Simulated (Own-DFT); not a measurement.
# Run time against the size of the problem

Wall times of single-point runs (energy, forces and, in most, stress) with one build of Own-DFT, an in-house plane-wave density functional program, since retired. Each ran alone on one NVIDIA H200 card, with norm-conserving files, no spin and no use of crystal symmetry. The k points are those left after time reversal, where it was used. Plane waves for each k point are estimated as V (2 E)^(3/2) / (6 π²) in atomic units.

```
       cell  atoms  valence electrons  cutoff (hartree)  volume (Å³)  k mesh  k points  plane waves  time (s)
      Ga4P4      8                 72                42          162   5x5x5        63        14200        96
     As4In4      8                112                42          222   6x6x6       112        19500       237
    Ga30P34     64                560                42         1295   3x3x3        14       113600      1080
    In32P30     62                566                36         1617   3x3x3        14       112600      1072
  Ga31InP32     64                576                42         1295   3x3x3        14       113600       969
 Ga24In8P32     64                576                42         1393   3x3x3        14       122200      1119
  GaIn31P32     64                576                42         1561   3x3x3        14       137000      1316
    Ga48P48     96                864                42         1943   2x3x3        10       170500      2105
   As32In30     62                870                42         1779   3x3x3        14       156100      2771
   As34In30     64                900                42         1779   3x3x3        14       156100      2295
As32Ga8In24     64                896                42         1691   3x3x3        14       148400         ?
```

## Worked fit

Take the size N = k points x plane waves x valence electrons. A line through log(time) against log(N) has a slope of 0.99 ± 0.05 and a scatter of a factor 1.16. Part of the scatter may come from the number of self-consistent steps, which isn't shown. Times belong to this build alone.

## Withheld run

Question: how long should the last run take? Its N is 1.86e+09.

The line gives about 2259 s. It took 2092 s.
